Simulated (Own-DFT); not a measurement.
Simulation results for AlN (wurtzite, atoms displaced)

Computed with Own-DFT development build. A calculation, not a measurement: plane-wave PBE density functional theory by an unreviewed code, no spin, of a simulated periodic cell, stress positive in tension, free energy of the whole cell less one offset for each atom, forces on such cells passed a denser k mesh, this cell's mesh not checked; offsets are fitted by least squares, one for each functional and potential file, so energies compare only between cells with the same atoms and settings and are not formation energies; the far tail of each file's local potential was reset to the Coulomb form; each entry is a single point on an unrelaxed cell, so the pressure reflects the starting lattice, mostly measured values (interpolated for alloys), from which strain is counted, and rises with the displacements; printed positions are rounded, which can move forces by about a meV/angstrom; the program, named Own-DFT, is a retired in-house code; no spin-orbit coupling.

Settings shared by all entries: functional PBE; potential files PseudoDojo norm-conserving, scalar-relativistic, standard set; wave cutoff 42 hartree; occupations Fermi-Dirac; smearing width 0.1 eV; hardware one NVIDIA H100; k mesh 2 x 2 x 2 centred on Gamma.

(1) AlN (wurtzite, atoms displaced)

```
CELL_PARAMETERS angstrom
12.44800 0.00000 0.00000
-6.22400 10.78030 0.00000
0.00000 0.00000 9.96400
ATOMIC_POSITIONS crystal
Al 0.08038 0.17762 0.98953
Al 0.18297 0.09974 0.25041
N 0.07820 0.15705 0.19191
N 0.17305 0.09314 0.42923
Al 0.08848 0.15749 0.48848
Al 0.19070 0.10731 0.72672
N 0.07940 0.15447 0.69141
N 0.16784 0.08654 0.94462
Al 0.08755 0.42889 0.98647
Al 0.16965 0.33305 0.23945
N 0.07594 0.41043 0.17805
N 0.15819 0.33242 0.44319
Al 0.07936 0.40009 0.50176
Al 0.16900 0.33471 0.74715
N 0.09262 0.42489 0.68866
N 0.17256 0.33365 0.93760
Al 0.07770 0.64844 0.99375
Al 0.17744 0.60639 0.24059
N 0.08480 0.68054 0.20390
N 0.15635 0.57840 0.42839
Al 0.10021 0.68817 0.50685
Al 0.18006 0.58280 0.75054
N 0.07187 0.67730 0.68301
N 0.16713 0.58269 0.93247
Al 0.07661 0.89020 0.01189
Al 0.17912 0.84820 0.27419
N 0.07967 0.92456 0.18673
N 0.16849 0.83477 0.44241
Al 0.08259 0.91850 0.49870
Al 0.17226 0.83962 0.74236
N 0.08189 0.92238 0.70871
N 0.17057 0.84393 0.93263
Al 0.33374 0.16208 0.98904
Al 0.41222 0.08607 0.26628
N 0.33627 0.15673 0.17561
N 0.42778 0.08772 0.46437
Al 0.35288 0.17352 0.50518
Al 0.39769 0.07677 0.73989
N 0.32948 0.18117 0.68756
N 0.42367 0.09943 0.95286
Al 0.33898 0.42183 0.99130
Al 0.42986 0.33543 0.24688
N 0.32586 0.43019 0.18135
N 0.42862 0.33683 0.44869
Al 0.34131 0.41862 0.48538
Al 0.41273 0.32789 0.74739
N 0.34213 0.42584 0.68432
N 0.42842 0.34488 0.94170
Al 0.32965 0.66183 0.97776
Al 0.42142 0.59401 0.24385
N 0.32292 0.67087 0.19191
N 0.41437 0.58935 0.45217
Al 0.33900 0.66742 0.50189
Al 0.41717 0.58184 0.75454
N 0.32025 0.65853 0.68544
N 0.40205 0.57646 0.95566
Al 0.32844 0.92040 0.99909
Al 0.40581 0.82761 0.25025
N 0.31842 0.90328 0.18828
N 0.42108 0.82815 0.43204
Al 0.33106 0.91416 0.49784
Al 0.41720 0.83050 0.73702
N 0.34109 0.90505 0.68411
N 0.42632 0.84374 0.93587
Al 0.58296 0.15565 0.97902
Al 0.66189 0.08217 0.25394
N 0.59082 0.16651 0.20086
N 0.66633 0.07573 0.46143
Al 0.56489 0.14553 0.50517
Al 0.67086 0.07504 0.76484
N 0.59511 0.16998 0.69439
N 0.66866 0.08207 0.93371
Al 0.59595 0.41060 0.00649
Al 0.67644 0.34539 0.24881
N 0.58172 0.41199 0.18304
N 0.66536 0.33114 0.46301
Al 0.59630 0.42234 0.48896
Al 0.67816 0.35832 0.75226
N 0.59700 0.42466 0.69039
N 0.66506 0.32890 0.93236
Al 0.57762 0.65137 0.99914
Al 0.66401 0.56935 0.24481
N 0.57047 0.65388 0.18241
N 0.66017 0.57258 0.43679
Al 0.58190 0.67748 0.49612
Al 0.67592 0.58195 0.73524
N 0.58192 0.67391 0.70145
N 0.67637 0.60264 0.95065
Al 0.58988 0.90727 0.00481
Al 0.66651 0.82652 0.26141
N 0.58371 0.91313 0.19617
N 0.66806 0.83808 0.42964
Al 0.58772 0.92301 0.48681
Al 0.66517 0.83225 0.74458
N 0.58661 0.92024 0.69308
N 0.67773 0.83503 0.95863
Al 0.82658 0.16657 0.01089
Al 0.91258 0.08790 0.25394
N 0.83354 0.18030 0.19454
N 0.92296 0.07887 0.44449
Al 0.83095 0.17295 0.49620
Al 0.92264 0.08494 0.74652
N 0.82059 0.15454 0.69215
N 0.91921 0.07946 0.93580
Al 0.82139 0.40888 0.01641
Al 0.90825 0.33002 0.24936
N 0.82316 0.40904 0.16715
N 0.91112 0.33288 0.43653
Al 0.84555 0.41490 0.50841
Al 0.92296 0.33383 0.76204
N 0.82968 0.40629 0.68982
N 0.91152 0.33278 0.94496
Al 0.83752 0.66773 0.98090
Al 0.92181 0.59071 0.24538
N 0.83220 0.67117 0.19640
N 0.92629 0.58907 0.45323
Al 0.84446 0.68181 0.51662
Al 0.90895 0.56910 0.75698
N 0.85831 0.69269 0.67524
N 0.92053 0.59062 0.92546
Al 0.83411 0.91485 0.99231
Al 0.90820 0.83627 0.25690
N 0.84471 0.93434 0.21183
N 0.93410 0.85977 0.43920
Al 0.83454 0.91785 0.50151
Al 0.90349 0.83273 0.76029
N 0.84380 0.91256 0.69840
N 0.92011 0.83158 0.94646
```

- free energy of cell above offsets: -21.896 eV
- pressure: 12.01 GPa
- stress xx: -14.76 GPa
- stress yy: -9.8 GPa
- stress zz: -11.47 GPa
- stress yz: -0.26 GPa
- stress xz: 1.54 GPa
- stress xy: -0.47 GPa
- wall time: 405.4 s

Force:
```
element  x (eV/Å)  y (eV/Å)  z (eV/Å)
     Al     2.716      -3.5     1.836
     Al    -2.156    -2.747    -3.101
      N    -0.327     2.901    -0.464
      N     4.787    -1.435     2.167
     Al    -3.469     2.393     1.731
     Al    -9.978    -8.955      6.32
      N     0.331      3.66    -1.861
      N      0.36     0.572    -1.256
     Al      0.58    -4.713     2.818
     Al    -2.667     -0.63     0.591
      N    -0.295     1.413     0.305
      N     5.131    -1.825     -1.81
     Al    -3.275     4.269    -0.521
     Al     0.797    -0.795    -0.619
      N    -0.985    -2.204     0.841
      N    -1.388     2.374    -1.311
     Al    -1.382     4.185     1.144
     Al    -3.987    -5.344     2.933
      N     0.412    -0.679    -3.002
      N     1.515     1.148     1.944
     Al    -0.455    -6.801    -0.724
     Al    -6.314    -1.075    -0.769
      N     2.596    -1.168     2.546
      N     0.076     1.099    -0.539
     Al     -1.87     4.387    -0.603
     Al    -4.298    -1.461    -6.045
      N     1.627    -0.782     3.133
      N     0.017     3.838     2.634
     Al      1.42     1.918     2.237
     Al     -1.81    -0.855     1.297
      N     1.758     1.336    -3.279
      N     2.761    -2.952    -0.509
     Al    -4.021      2.01     1.099
     Al     2.497    -0.544    -2.556
      N    -0.067     2.806     3.031
      N    -9.505    -5.885    -4.726
     Al    -3.471     0.833    -1.148
     Al     3.978     1.023     1.734
      N     9.417     0.822     -3.68
      N     1.479    -4.266    -3.327
     Al    -0.177    -3.643     1.707
     Al    -3.396    -1.587    -0.037
      N     3.267    -1.083      1.32
      N    -0.518    -0.433    -2.144
     Al    -1.885     0.061     1.446
     Al     1.139     5.887     1.868
      N    -0.076    -1.968     0.213
      N     0.299    -0.881    -0.603
     Al    -1.204     4.018     3.329
     Al    -3.421    -1.597     1.081
      N     5.533     0.963    -3.101
      N     2.874     -1.15    -2.645
     Al    -3.948    -0.641    -1.126
     Al    -0.342     0.327    -0.462
      N     5.369      3.35     0.064
      N      3.08     2.429    -3.671
     Al     1.212     0.195     0.034
     Al     1.559     1.499    -1.426
      N     2.395     3.242     0.914
      N    -1.485     1.322     1.869
     Al     1.986    -0.576     0.433
     Al     2.808    -0.516     2.522
      N    -4.669     2.872    -0.862
      N    -0.736    -1.776    -0.207
     Al    -0.376     1.927     1.543
     Al     1.654    -0.883     0.744
      N    -2.918     0.936    -0.682
      N    -1.292     3.769    -3.844
     Al     11.73     7.445     4.439
     Al    -2.211     1.097    -4.598
      N    -2.718    -0.744     0.784
      N     1.074    -1.221     4.881
     Al    -3.047     1.177    -2.836
     Al    -0.505    -3.454     2.344
      N     1.684     0.281     1.315
      N     2.115    -1.009    -3.308
     Al    -0.512    -1.727     3.037
     Al     1.794     -5.89    -0.598
      N    -3.436    -0.217    -1.299
      N     1.028     0.471     1.509
     Al    -2.714     3.214     0.565
     Al    -0.734     3.437     0.448
      N     3.055     1.778     1.641
      N    -0.508     5.093    -0.176
     Al      1.16    -1.975     0.872
     Al    -1.607     3.183      1.42
      N     1.214    -2.041    -1.699
      N     2.874    -4.595     -3.04
     Al    -1.831     1.242     0.346
     Al     0.324     0.984    -6.034
      N    -0.569    -0.013     0.116
      N     0.663    -0.693      5.21
     Al     0.023    -3.883     2.259
     Al     0.832     2.284     1.906
      N     0.319    -2.277    -1.373
      N    -2.377    -2.716    -2.598
     Al     1.737    -0.155    -1.735
     Al      1.29     2.208     0.655
      N     0.029    -4.764    -0.007
      N    -2.618     1.804     0.106
     Al     1.522    -1.896     1.848
     Al    -1.561    -0.975     0.204
      N     3.546     2.822    -0.606
      N    -2.121     1.008     0.621
     Al     1.266     0.201    -14.64
     Al     1.652     3.963     -0.22
      N     1.185     2.382     14.21
      N     1.974    -0.737    -0.203
     Al    -3.299     2.147    -0.547
     Al    -1.159    -1.428    -1.663
      N     1.879     1.855     1.388
      N     0.504     0.729     0.013
     Al    -0.398     0.886     3.107
     Al    -0.877    -0.093     2.289
      N     0.242    -1.206    -0.998
      N    -1.319    -0.321    -1.599
     Al     0.715    -1.494    -9.706
     Al     1.443     2.389     -5.48
      N    -1.689    -4.358     8.564
      N     0.092    -1.976     4.428
     Al      2.63      1.74     2.561
     Al     2.329     1.133    -1.247
      N    -2.181    -4.719    -2.919
      N    -2.029    -4.246     0.263
     Al     0.114     0.743     0.404
     Al     6.628     0.249     1.996
      N    -6.808     2.555    -2.826
      N    -1.103    -0.107    -0.569
```

(2) AlN (wurtzite, atoms displaced)

```
CELL_PARAMETERS angstrom
12.44800 0.00000 0.00000
-6.22400 10.78030 0.00000
0.00000 0.00000 9.96400
ATOMIC_POSITIONS crystal
Al 0.08860 0.16723 0.99649
Al 0.16746 0.07021 0.25958
N 0.08018 0.15591 0.20814
N 0.17105 0.10041 0.44725
Al 0.08787 0.17408 0.50328
Al 0.16634 0.09000 0.74920
N 0.06636 0.14890 0.69466
N 0.16083 0.07557 0.94380
Al 0.07684 0.40529 0.00978
Al 0.15955 0.32526 0.23816
N 0.08474 0.41835 0.18788
N 0.16696 0.32381 0.44287
Al 0.08016 0.41371 0.49917
Al 0.16622 0.32763 0.74769
N 0.08729 0.42408 0.68452
N 0.16840 0.32895 0.92388
Al 0.07478 0.65906 0.00372
Al 0.16053 0.58393 0.23319
N 0.07589 0.65171 0.20783
N 0.17258 0.58187 0.45216
Al 0.06924 0.65965 0.49030
Al 0.16931 0.58035 0.75361
N 0.08715 0.67666 0.70903
N 0.15520 0.59020 0.94755
Al 0.07856 0.91644 0.00164
Al 0.16462 0.82969 0.26051
N 0.07876 0.91262 0.19661
N 0.15928 0.82719 0.44072
Al 0.08521 0.93184 0.49437
Al 0.17659 0.85986 0.75010
N 0.09794 0.94564 0.69832
N 0.17694 0.84044 0.93137
Al 0.34749 0.17638 0.00668
Al 0.42177 0.07469 0.23576
N 0.32593 0.17152 0.20324
N 0.42455 0.08389 0.45372
Al 0.32915 0.16411 0.49152
Al 0.42902 0.07783 0.74109
N 0.34060 0.17593 0.67101
N 0.42820 0.07938 0.94808
Al 0.33033 0.42508 0.97574
Al 0.43340 0.34634 0.26180
N 0.34215 0.42984 0.18692
N 0.40723 0.32160 0.44056
Al 0.33016 0.42789 0.50422
Al 0.40612 0.33608 0.74020
N 0.33667 0.42018 0.69378
N 0.41741 0.33188 0.94922
Al 0.35171 0.68145 0.00977
Al 0.41243 0.58952 0.26667
N 0.35075 0.67397 0.17207
N 0.42560 0.58451 0.44000
Al 0.33407 0.66695 0.50438
Al 0.41026 0.57961 0.75075
N 0.33721 0.64782 0.68796
N 0.41736 0.59266 0.93297
Al 0.34336 0.90529 0.99678
Al 0.41232 0.81030 0.24654
N 0.33077 0.92066 0.17426
N 0.40129 0.82670 0.45906
Al 0.32908 0.90644 0.48075
Al 0.43693 0.84516 0.74889
N 0.34129 0.91519 0.67512
N 0.42115 0.83365 0.95155
Al 0.59202 0.16414 0.00227
Al 0.67145 0.09557 0.25093
N 0.57028 0.14990 0.18615
N 0.64739 0.07552 0.43925
Al 0.59109 0.17220 0.49346
Al 0.67163 0.09211 0.76908
N 0.58718 0.15891 0.69905
N 0.65600 0.07660 0.93071
Al 0.57868 0.42384 0.99657
Al 0.67187 0.32737 0.25448
N 0.57616 0.42525 0.18676
N 0.67999 0.32390 0.43753
Al 0.57442 0.39617 0.50227
Al 0.66007 0.32531 0.74598
N 0.57123 0.40913 0.70554
N 0.66239 0.31816 0.95640
Al 0.58903 0.66385 0.00664
Al 0.67313 0.58529 0.25333
N 0.58897 0.67114 0.18977
N 0.66247 0.57437 0.45078
Al 0.58569 0.67767 0.49302
Al 0.64887 0.57371 0.75533
N 0.59032 0.65648 0.69509
N 0.67894 0.58051 0.95512
Al 0.56972 0.91770 0.99816
Al 0.65798 0.82488 0.24426
N 0.57850 0.91081 0.18506
N 0.66167 0.81911 0.42888
Al 0.59016 0.91221 0.50777
Al 0.67111 0.84206 0.76456
N 0.58801 0.91949 0.69610
N 0.66042 0.84027 0.93293
Al 0.82747 0.16046 0.99392
Al 0.91533 0.08503 0.24630
N 0.83371 0.16843 0.17299
N 0.90529 0.06603 0.41581
Al 0.83955 0.16949 0.51407
Al 0.91950 0.09656 0.76548
N 0.80847 0.14995 0.68250
N 0.90397 0.08288 0.93215
Al 0.83549 0.41963 0.98645
Al 0.92604 0.32703 0.26591
N 0.83494 0.41776 0.19002
N 0.90846 0.33658 0.43325
Al 0.83710 0.41206 0.48281
Al 0.91450 0.32401 0.75370
N 0.84054 0.41359 0.69985
N 0.91158 0.32648 0.93858
Al 0.83354 0.65923 0.00208
Al 0.91135 0.58498 0.25068
N 0.82985 0.67590 0.18728
N 0.91377 0.57111 0.42885
Al 0.83144 0.65514 0.49313
Al 0.91459 0.58882 0.76544
N 0.83701 0.67332 0.68428
N 0.92227 0.59856 0.93700
Al 0.82174 0.90126 0.00182
Al 0.90631 0.84525 0.25981
N 0.82679 0.92866 0.18116
N 0.92504 0.83755 0.43212
Al 0.83389 0.91011 0.49452
Al 0.91916 0.84362 0.73653
N 0.82781 0.91680 0.68658
N 0.91361 0.81864 0.93489
```

- free energy of cell above offsets: -26.490 eV
- pressure: 11.21 GPa
- stress xx: -9.76 GPa
- stress yy: -10.87 GPa
- stress zz: -13.01 GPa
- stress yz: 0.68 GPa
- stress xz: 0.49 GPa
- stress xy: 0.19 GPa
- wall time: 455.1 s

Force:
```
element  x (eV/Å)  y (eV/Å)  z (eV/Å)
     Al    -0.563    -1.421     1.151
     Al    -1.066     2.372    -0.739
      N    -0.249     1.297    -3.056
      N    -0.033    -3.524    -1.213
     Al    -1.372     -3.35     0.081
     Al     2.193     4.083     2.006
      N     0.595     4.163    -1.495
      N     0.476     2.589    -0.556
     Al    -0.527      1.56    -3.289
     Al     3.099      1.11     1.497
      N     0.372    -1.345      1.59
      N     -1.99     3.792    -0.786
     Al     0.798      0.86    -0.145
     Al     -1.25     0.459    -2.585
      N     0.143    -3.493     0.954
      N    -1.566     0.188     3.148
     Al    -0.614     4.102     0.165
     Al     4.593      -1.4     2.166
      N    -3.068     3.837     -2.41
      N    -1.577    -0.601    -2.617
     Al     2.861     0.923     3.042
     Al    -1.537     2.561     0.193
      N    -0.148    -0.671    -2.427
      N     5.202    -3.209    -0.149
     Al      1.64    -1.436    -0.037
     Al    -0.287     0.252    -2.996
      N     -0.26    -0.895    -0.134
      N    -0.591     1.189     0.689
     Al     1.483    -0.779     1.516
     Al     1.601    -2.932    -0.598
      N    -0.826    -7.011    -3.693
      N    -0.894    -0.585     2.661
     Al    -0.542    -3.227     0.708
     Al    -4.706      0.21     2.814
      N     2.919    -0.041    -1.202
      N    -1.725    -0.571    -2.512
     Al     2.276     -0.74     0.068
     Al    -3.235     0.021     0.814
      N    -0.713    -1.075      3.79
      N     -1.62      0.07    -1.382
     Al     2.122    -0.377     3.502
     Al    -4.499    -2.419    -1.385
      N    -1.486    -1.177      0.13
      N     0.579     3.738     0.937
     Al     1.764    -2.253    -0.728
     Al     3.352    -3.028     1.729
      N    -2.733    -0.459    -0.881
      N    -2.086     1.757    -2.654
     Al    -1.581    -3.207     -6.51
     Al     2.196    -1.904    -4.368
      N    -2.121    -4.959     5.847
      N    -2.058     0.681     1.723
     Al    -0.039    -0.879     0.981
     Al     5.066     0.454     0.875
      N    -4.782     4.007    -0.634
      N     1.419     -0.73     0.933
     Al      -6.4     3.242    -0.401
     Al    -1.228     7.758     2.788
      N     0.301    -3.592     3.496
      N     6.523    -2.025    -3.716
     Al    -3.234     3.904     2.966
     Al     -4.29    -3.072     0.033
      N    -0.412     0.002     1.852
      N     0.122    -1.969    -4.623
     Al    -2.252    -1.135     0.283
     Al     0.751    -3.128     0.228
      N     3.911     4.317     0.066
      N     4.375    -0.396    -0.619
     Al    -1.332    -3.355     2.708
     Al    -1.534    -2.334    -5.807
      N    -0.173     2.621    -2.321
      N     2.096    -0.081     6.222
     Al     2.095    -2.939     1.408
     Al    -1.468     0.416    -2.977
      N     4.258     0.059     0.259
      N    -3.522     1.769     0.078
     Al    -0.526     2.058      0.47
     Al     0.795     0.567     1.845
      N      2.14    -0.073    -1.709
      N    -0.558     4.591     -2.28
     Al    -1.106     0.494    -1.359
     Al    -1.722    -0.524      0.43
      N    -0.395    -2.129     0.498
      N     0.153    -0.157     -1.55
     Al     2.451    -5.998     3.821
     Al     5.874    -0.418     0.861
      N    -6.071     3.904    -1.864
      N    -3.866     0.286    -2.837
     Al     5.144     1.552     1.842
     Al     -0.01     3.178    -0.601
      N    -0.268     0.745     1.123
      N    -0.109     5.416     0.125
     Al    -1.815     0.947    -1.037
     Al     0.808    -1.808    -4.651
      N     2.156     0.861    -0.912
      N     0.803    -1.535     4.759
     Al    -1.234      0.45     0.161
     Al    -0.709     0.255    -3.083
      N    -0.145     0.649     3.377
      N     -0.49      2.49     6.129
     Al    -1.034    -1.895    -4.757
     Al    -1.547     -3.25    -4.743
      N     4.816     3.256     2.395
      N     2.581    -0.875     4.188
     Al    -0.671    -0.657     1.521
     Al    -2.041     0.326    -5.997
      N      0.53    -0.263    -0.264
      N     5.805    -3.329     2.925
     Al    -2.612     2.656     4.242
     Al     -0.27     1.465    -0.979
      N    -2.096     0.416    -0.965
      N     0.943     0.268     0.199
     Al    -0.253     2.754     0.903
     Al     -0.45    -0.667    -1.802
      N      1.73    -0.051     1.487
      N    -1.646      1.08     1.415
     Al    -0.584     0.932     1.599
     Al     1.163     0.617    -5.148
      N     0.047    -1.054      0.12
      N     0.524    -3.687     3.139
     Al     0.683     1.332    -1.672
     Al     1.677    -0.676    -3.984
      N     0.873    -2.497     1.008
      N    -1.029    -1.229     2.899
     Al    -1.106      0.25     0.974
     Al     0.899    -1.292     1.478
      N     0.298     1.133    -0.318
      N    -1.522     2.497     0.118
```
